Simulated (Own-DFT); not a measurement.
## Calculated data, Si$_{3}$N$_{4}$ (beta silicon nitride, atoms displaced)

A calculation, not a measurement: plane-wave PBE density functional theory by an unreviewed code, no spin, of a simulated periodic cell, stress positive in tension, free energy of the whole cell less one offset for each atom, forces on such cells passed a denser k mesh, this cell's mesh not checked; offsets are fitted by least squares, one for each functional and potential file, so energies compare only between cells with the same atoms and settings and are not formation energies; the far tail of each file's local potential was reset to the Coulomb form; each entry is a single point on an unrelaxed cell, so the pressure reflects the starting lattice, mostly measured values (interpolated for alloys), from which strain is counted, and rises with the displacements; printed positions are rounded, which can move forces by about a meV/angstrom; the program, named Own-DFT, is a retired in-house code; no spin-orbit coupling. Program: Own-DFT development build.

Common to all runs: functional PBE; potential files PseudoDojo norm-conserving, scalar-relativistic, standard set; wave cutoff 42 hartree; occupations Fermi-Dirac; smearing width 0.1 eV; k mesh 3 x 3 x 3 centred on Gamma.

```yaml
- entry: 1
  formula: Si3N4
  kind: "beta silicon nitride, atoms displaced"
  structure:
    cell_angstrom: [[7.606, 0.0, 0.0], [-3.803, 6.587, 0.0], [0.0, 0.0, 8.727]]
    atoms_fractional:
      - [Si, 0.1758, 0.77182, 0.07598]
      - [Si, 0.2311, 0.40149, 0.08623]
      - [Si, 0.60987, 0.83176, 0.08607]
      - [Si, 0.82215, 0.22051, 0.24887]
      - [Si, 0.76625, 0.58925, 0.25312]
      - [Si, 0.40186, 0.1687, 0.24711]
      - ["N", 0.34123, 0.03531, 0.08107]
      - ["N", 0.95848, 0.28729, 0.08321]
      - ["N", 0.71048, 0.66713, 0.07288]
      - ["N", 0.67344, 0.96724, 0.24762]
      - ["N", 0.0418, 0.6992, 0.23224]
      - ["N", 0.30243, 0.33788, 0.25367]
      - ["N", 0.33267, 0.67706, 0.07739]
      - ["N", 0.66021, 0.33323, 0.25205]
      - [Si, 0.18232, 0.78207, 0.41381]
      - [Si, 0.23869, 0.41552, 0.41708]
      - [Si, 0.60718, 0.82342, 0.41322]
      - [Si, 0.83509, 0.22839, 0.56887]
      - [Si, 0.76219, 0.58858, 0.57416]
      - [Si, 0.40334, 0.16929, 0.5762]
      - ["N", 0.33579, 0.02913, 0.41531]
      - ["N", 0.96525, 0.2918, 0.42135]
      - ["N", 0.70335, 0.65842, 0.41743]
      - ["N", 0.66685, 0.97235, 0.57762]
      - ["N", 0.0143, 0.69388, 0.58392]
      - ["N", 0.30187, 0.34192, 0.58436]
      - ["N", 0.34084, 0.67958, 0.41829]
      - ["N", 0.67337, 0.33911, 0.58357]
      - [Si, 0.17322, 0.75933, 0.74661]
      - [Si, 0.23449, 0.40868, 0.74989]
      - [Si, 0.59178, 0.82332, 0.74698]
      - [Si, 0.82777, 0.23272, 0.92467]
      - [Si, 0.77431, 0.59532, 0.91564]
      - [Si, 0.40057, 0.17366, 0.91993]
      - ["N", 0.33352, 0.04348, 0.74818]
      - ["N", 0.96994, 0.2981, 0.74776]
      - ["N", 0.7084, 0.67844, 0.74688]
      - ["N", 0.66248, 0.97037, 0.91348]
      - ["N", 0.04059, 0.69668, 0.92923]
      - ["N", 0.3104, 0.34, 0.92154]
      - ["N", 0.3321, 0.6661, 0.75486]
      - ["N", 0.66487, 0.33179, 0.92255]
  results:
    "free_energy_of_cell_above_offsets [eV]": "-3.400"
    "pressure [GPa]": 8.23
    "stress_xx [GPa]": -4.21
    "stress_yy [GPa]": -7.44
    "stress_zz [GPa]": -13.05
    "stress_yz [GPa]": -0.39
    "stress_xz [GPa]": 0.99
    "stress_xy [GPa]": 0.06
    force_element: [Si, Si, Si, Si, Si, Si, "N", "N", "N", "N", "N", "N", "N", "N", Si, Si, Si, Si, Si, Si, "N", "N", "N", "N", "N", "N", "N", "N", Si, Si, Si, Si, Si, Si, "N", "N", "N", "N", "N", "N", "N", "N"]
    "force_x [eV/angstrom]": [3.384, -1.504, -1.874, -1.231, 2.309, 0.016, -0.928, 3.016, -2.409, 0.548, -3.059, 0.884, 3.552, 1.757, -1.027, -1.295, -1.789, -4.223, 0.681, 0.654, -0.676, 3.636, -2.992, 0.514, 3.863, 1.902, 0.555, -0.379, -1.674, -0.896, 0.319, -1.914, 1.059, 1.61, -0.389, 0.235, 0.145, 0.779, -3.409, -0.841, 0.702, 0.392]
    "force_y [eV/angstrom]": [2.06, 2.58, -2.471, 2.487, 0.35, 1.618, -1.02, 1.248, 1.703, -0.467, -0.738, -1.164, -1.933, -1.392, -4.021, 0.421, 0.11, -0.268, -0.77, 3.076, 1.507, 2.02, 2.482, -1.229, 2.159, -1.333, -1.22, -2.762, 1.642, -0.673, 1.032, -0.811, -1.108, 1.404, -3.058, 0.006, -0.531, 0.021, -1.403, -0.317, 0.171, 0.59]
    "force_z [eV/angstrom]": [2.324, -0.758, -3.507, 0.785, -3.374, 0.106, 0.844, 2.056, 4.175, 1.389, 5.718, -0.278, 0.861, 0.132, -0.449, 0.647, 1.104, 7.632, 4.798, 2.398, -0.896, -6.288, -2.727, -0.113, -1.15, -1.232, -0.134, -0.628, 1.021, 1.231, 0.513, -4.478, -2.099, -1.558, -0.204, 0.387, -0.143, 0.754, -7.015, -0.64, -0.839, -0.366]
- entry: 2
  formula: Si3N4
  kind: "beta silicon nitride, atoms displaced"
  structure:
    cell_angstrom: [[7.606, 0.0, 0.0], [-3.803, 6.587, 0.0], [0.0, 0.0, 8.727]]
    atoms_fractional:
      - [Si, 0.16792, 0.76824, 0.08303]
      - [Si, 0.24618, 0.40591, 0.08455]
      - [Si, 0.59192, 0.82327, 0.09052]
      - [Si, 0.82581, 0.2296, 0.24687]
      - [Si, 0.76962, 0.59324, 0.24876]
      - [Si, 0.40202, 0.16812, 0.24182]
      - ["N", 0.33466, 0.02765, 0.06727]
      - ["N", 0.97462, 0.28591, 0.08418]
      - ["N", 0.7019, 0.671, 0.09041]
      - ["N", 0.67182, 0.98125, 0.24334]
      - ["N", 0.03349, 0.70832, 0.25163]
      - ["N", 0.30344, 0.32842, 0.24329]
      - ["N", 0.33536, 0.68162, 0.07894]
      - ["N", 0.66806, 0.33212, 0.23887]
      - [Si, 0.16932, 0.7717, 0.42813]
      - [Si, 0.23524, 0.41277, 0.41239]
      - [Si, 0.60763, 0.82739, 0.41723]
      - [Si, 0.82979, 0.23092, 0.58232]
      - [Si, 0.76753, 0.58807, 0.59864]
      - [Si, 0.41501, 0.18108, 0.57489]
      - ["N", 0.32734, 0.03741, 0.40828]
      - ["N", 0.98285, 0.31082, 0.416]
      - ["N", 0.69534, 0.67149, 0.4201]
      - ["N", 0.65842, 0.96256, 0.58402]
      - ["N", 0.02809, 0.69715, 0.59388]
      - ["N", 0.31014, 0.33712, 0.57863]
      - ["N", 0.33331, 0.66812, 0.42336]
      - ["N", 0.67189, 0.32133, 0.58283]
      - [Si, 0.18338, 0.76531, 0.74229]
      - [Si, 0.22686, 0.40553, 0.76118]
      - [Si, 0.59351, 0.82833, 0.7495]
      - [Si, 0.8269, 0.23322, 0.92378]
      - [Si, 0.76854, 0.59835, 0.91548]
      - [Si, 0.39925, 0.15991, 0.92118]
      - ["N", 0.33784, 0.0278, 0.75831]
      - ["N", 0.96995, 0.29988, 0.75642]
      - ["N", 0.69295, 0.6605, 0.74635]
      - ["N", 0.66796, 0.96649, 0.91031]
      - ["N", 0.03234, 0.70405, 0.91588]
      - ["N", 0.29651, 0.33152, 0.91679]
      - ["N", 0.3434, 0.67346, 0.74563]
      - ["N", 0.66063, 0.32311, 0.90277]
  results:
    "free_energy_of_cell_above_offsets [eV]": "-3.972"
    "pressure [GPa]": 7.52
    "stress_xx [GPa]": -7.97
    "stress_yy [GPa]": -5.85
    "stress_zz [GPa]": -8.74
    "stress_yz [GPa]": 0.25
    "stress_xz [GPa]": -1.47
    "stress_xy [GPa]": -0.25
    force_element: [Si, Si, Si, Si, Si, Si, "N", "N", "N", "N", "N", "N", "N", "N", Si, Si, Si, Si, Si, Si, "N", "N", "N", "N", "N", "N", "N", "N", Si, Si, Si, Si, Si, Si, "N", "N", "N", "N", "N", "N", "N", "N"]
    "force_x [eV/angstrom]": [0.618, -3.33, -0.048, 0.967, 0.209, 0.963, -0.704, 0.092, -0.627, 0.186, -0.487, 0.356, 1.087, -0.359, 1.521, 1.845, -3.864, 1.764, 0.165, -1.049, 0.127, -2.549, 3.914, 1.128, -0.704, -0.644, 0.02, -1.51, -0.376, 0.978, 1.039, -0.28, 0.646, 0.072, -0.755, -0.1, -1.48, 0.701, -0.649, 2.436, -1.021, -0.299]
    "force_y [eV/angstrom]": [0.099, 1.815, 1.106, 2.302, -0.22, 0.752, -2.399, 1.064, 0.154, -2.831, -0.287, 0.137, -3.159, 0.064, -0.11, -0.112, 0.88, -1.015, -1.333, -1.006, -1.584, -1.834, -2.286, 2.31, -0.092, -0.147, 1.599, 2.714, 1.567, 0.865, -0.269, -1.2, -1.644, 4.959, -0.43, -0.019, 1.373, 0.491, -0.667, -1.134, -2.797, 2.327]
    "force_z [eV/angstrom]": [-0.362, -1.133, -2.865, 0.544, 1.79, -0.797, 7.137, 0.328, -1.845, 2.451, 0.82, 1.88, 0.695, 0.58, -2.478, 0.833, -0.423, 0.63, -4.336, 2.199, 1.411, -0.27, -0.058, -0.868, -2.128, 1.209, -0.776, -0.467, 3.864, -3.656, 0.022, -1.287, 0.493, -5.433, -3.905, -1.203, 2.878, 2.529, -0.664, 0.818, 0.421, 1.42]
- entry: 3
  formula: Si3N4
  kind: "beta silicon nitride, atoms displaced"
  structure:
    cell_angstrom: [[7.606, 0.0, 0.0], [-3.803, 6.587, 0.0], [0.0, 0.0, 8.727]]
    atoms_fractional:
      - [Si, 0.14693, 0.7561, 0.07772]
      - [Si, 0.23, 0.40033, 0.08732]
      - [Si, 0.59584, 0.82397, 0.08219]
      - [Si, 0.83722, 0.22692, 0.24492]
      - [Si, 0.77625, 0.60462, 0.25246]
      - [Si, 0.40408, 0.17255, 0.24776]
      - ["N", 0.33118, 0.0293, 0.08669]
      - ["N", 0.96961, 0.30601, 0.07801]
      - ["N", 0.71105, 0.67243, 0.08721]
      - ["N", 0.67584, 0.98509, 0.24472]
      - ["N", 0.03326, 0.70519, 0.24438]
      - ["N", 0.31154, 0.34354, 0.24637]
      - ["N", 0.33005, 0.65968, 0.096]
      - ["N", 0.6516, 0.317, 0.25129]
      - [Si, 0.18428, 0.77764, 0.40501]
      - [Si, 0.22201, 0.40366, 0.42004]
      - [Si, 0.59593, 0.82752, 0.42696]
      - [Si, 0.83109, 0.23492, 0.56941]
      - [Si, 0.77769, 0.60369, 0.58478]
      - [Si, 0.41191, 0.17351, 0.59184]
      - ["N", 0.32961, 0.03549, 0.41365]
      - ["N", 0.96618, 0.2833, 0.41877]
      - ["N", 0.70244, 0.67062, 0.4114]
      - ["N", 0.66542, 0.96208, 0.59262]
      - ["N", 0.03278, 0.69558, 0.58316]
      - ["N", 0.30084, 0.32719, 0.58862]
      - ["N", 0.32974, 0.66346, 0.40902]
      - ["N", 0.67078, 0.33108, 0.57995]
      - [Si, 0.17478, 0.76589, 0.74433]
      - [Si, 0.22211, 0.3981, 0.7515]
      - [Si, 0.60594, 0.82839, 0.74563]
      - [Si, 0.83228, 0.23633, 0.92709]
      - [Si, 0.77442, 0.59944, 0.91375]
      - [Si, 0.41952, 0.18316, 0.9145]
      - ["N", 0.34067, 0.04538, 0.7488]
      - ["N", 0.97716, 0.31681, 0.75282]
      - ["N", 0.70251, 0.66605, 0.7476]
      - ["N", 0.66645, 0.97263, 0.9166]
      - ["N", 0.01675, 0.69505, 0.91373]
      - ["N", 0.29728, 0.32344, 0.91746]
      - ["N", 0.32486, 0.66186, 0.74476]
      - ["N", 0.66203, 0.32206, 0.90652]
  results:
    "free_energy_of_cell_above_offsets [eV]": "-2.701"
    "pressure [GPa]": 8.65
    "stress_xx [GPa]": -10.72
    "stress_yy [GPa]": -3.81
    "stress_zz [GPa]": -11.43
    "stress_yz [GPa]": 1.2
    "stress_xz [GPa]": -0.27
    "stress_xy [GPa]": -3.57
    force_element: [Si, Si, Si, Si, Si, Si, "N", "N", "N", "N", "N", "N", "N", "N", Si, Si, Si, Si, Si, Si, "N", "N", "N", "N", "N", "N", "N", "N", Si, Si, Si, Si, Si, Si, "N", "N", "N", "N", "N", "N", "N", "N"]
    "force_x [eV/angstrom]": [5.519, 0.69, -1.304, -3.742, -0.1, -1.064, -0.768, 2.124, -1.07, 0.494, -1.27, -0.403, -1.142, 4.248, -0.374, 3.694, -0.579, -2.258, 0.222, -0.622, -0.084, 1.418, -0.612, 0.473, 0.004, -0.68, 0.506, -0.154, 0.256, 2.175, -2.516, -2.265, -3.023, -2.797, -0.398, -2.604, -0.806, 0.987, 3.301, -0.565, 2.665, 2.425]
    "force_y [eV/angstrom]": [3.058, 1.432, -0.198, 1.994, -3.884, 0.041, -1.514, 1.007, 0.676, -4.966, -1.068, -1.437, 1.051, 4.516, -0.29, 0.253, -0.659, -0.876, -2.441, 1.759, -0.691, 0.962, 1.121, 3.435, 0.779, 0.393, 0.877, 1.325, 1.465, 1.304, -2.253, -1.479, -3.344, -2.701, -4.852, -2.373, 0.797, -0.807, 1.602, 0.602, 0.975, 4.41]
    "force_z [eV/angstrom]": [-0.318, -1.872, 0.631, 0.623, -0.678, -0.046, -2.162, 3.235, -1.769, 1.455, 2.194, 2.414, -1.483, -0.198, 1.933, -0.307, -3.468, 6.449, -1.751, -4.004, 1.582, -3.383, 2.6, -3.574, -1.987, -1.249, 0.837, -0.18, 1.165, 0.369, 4.342, -5.579, 0.84, 1.905, 1.941, -0.78, 0.487, -0.241, -1.548, 0.234, 0.483, 0.859]
- entry: 4
  formula: Si3N4
  kind: "beta silicon nitride, atoms displaced"
  structure:
    cell_angstrom: [[7.606, 0.0, 0.0], [-3.803, 6.587, 0.0], [0.0, 0.0, 8.727]]
    atoms_fractional:
      - [Si, 0.15564, 0.75904, 0.08272]
      - [Si, 0.21797, 0.40102, 0.08132]
      - [Si, 0.6051, 0.82608, 0.08212]
      - [Si, 0.82927, 0.22809, 0.24993]
      - [Si, 0.78221, 0.60308, 0.25051]
      - [Si, 0.40239, 0.17097, 0.24805]
      - ["N", 0.33426, 0.01981, 0.08595]
      - ["N", 0.98089, 0.30428, 0.08281]
      - ["N", 0.68538, 0.66077, 0.08461]
      - ["N", 0.66481, 0.96091, 0.26061]
      - ["N", 0.01648, 0.69702, 0.24536]
      - ["N", 0.30665, 0.32622, 0.2569]
      - ["N", 0.32541, 0.65702, 0.0854]
      - ["N", 0.67718, 0.34879, 0.24039]
      - [Si, 0.16538, 0.77594, 0.40523]
      - [Si, 0.23811, 0.39859, 0.41556]
      - [Si, 0.58636, 0.82754, 0.41796]
      - [Si, 0.82543, 0.22459, 0.58783]
      - [Si, 0.77178, 0.60774, 0.58485]
      - [Si, 0.39892, 0.16607, 0.58017]
      - ["N", 0.33594, 0.02563, 0.40251]
      - ["N", 0.97377, 0.30997, 0.4121]
      - ["N", 0.70064, 0.66571, 0.42687]
      - ["N", 0.66122, 0.96751, 0.57882]
      - ["N", 0.03175, 0.69121, 0.58678]
      - ["N", 0.29463, 0.32223, 0.5806]
      - ["N", 0.33786, 0.68488, 0.42237]
      - ["N", 0.66629, 0.33079, 0.58217]
      - [Si, 0.18192, 0.76713, 0.7503]
      - [Si, 0.25026, 0.42259, 0.75697]
      - [Si, 0.59321, 0.83144, 0.75185]
      - [Si, 0.84007, 0.24067, 0.91474]
      - [Si, 0.76924, 0.6014, 0.91351]
      - [Si, 0.42591, 0.17396, 0.91625]
      - ["N", 0.34688, 0.0426, 0.74606]
      - ["N", 0.96755, 0.29487, 0.73334]
      - ["N", 0.69601, 0.65335, 0.74274]
      - ["N", 0.66049, 0.96391, 0.91577]
      - ["N", 0.01536, 0.67771, 0.91954]
      - ["N", 0.30254, 0.32966, 0.91729]
      - ["N", 0.33412, 0.65843, 0.74241]
      - ["N", 0.67431, 0.33108, 0.91875]
  results:
    "free_energy_of_cell_above_offsets [eV]": "-1.594"
    "pressure [GPa]": 8.82
    "stress_xx [GPa]": -9.79
    "stress_yy [GPa]": -6.74
    "stress_zz [GPa]": -9.94
    "stress_yz [GPa]": 0.24
    "stress_xz [GPa]": -2.07
    "stress_xy [GPa]": -3.14
    force_element: [Si, Si, Si, Si, Si, Si, "N", "N", "N", "N", "N", "N", "N", "N", Si, Si, Si, Si, Si, Si, "N", "N", "N", "N", "N", "N", "N", "N", Si, Si, Si, Si, Si, Si, "N", "N", "N", "N", "N", "N", "N", "N"]
    "force_x [eV/angstrom]": [3.729, 6.905, -3.971, -1.815, -7.058, 2.527, -0.703, -4.855, 2.536, 0.966, 4.69, -1.896, -0.438, 0.276, 2.441, -2.588, 1.751, -3.083, 3.772, 1.683, -0.889, 0.628, -1.82, 0.677, -0.246, 0.185, -1.437, -0.329, -1.227, -0.134, 1.133, -0.694, -1.268, -2.629, -0.419, 3.545, -3.753, 0.958, 2.365, 0.828, -0.75, 0.405]
    "force_y [eV/angstrom]": [0.75, 1.791, -0.479, 0.575, -3.094, 1.918, 0.477, -3.219, -0.114, 2.699, 2.792, 0.682, 1.911, -3.515, -1.95, 2.615, -1.905, 0.918, -4.425, 2.516, 0.555, -0.687, 1.893, 0.241, 1.51, 0.141, -4.068, 0.14, 0.402, -6.407, -1.442, -0.946, -2.908, -0.359, -4.174, 1.79, 3.109, 2.166, 2.205, -0.658, 4.873, 1.678]
    "force_z [eV/angstrom]": [-0.294, 1.192, 1.81, 0.725, 1.135, -1.438, -1.51, -0.203, -0.689, -4.443, 0.203, -2.745, -0.31, 0.224, 3.001, 0.803, 1.177, -5.241, -1.4, -1.969, 2.946, 0.773, -3.858, 2.383, -1.05, 1.56, -0.815, -0.105, -0.501, -2.488, -2.24, -1.482, 0.691, 0.819, 1.814, 6.694, 4.105, 0.711, -1.474, 0.612, 0.83, 0.047]
```
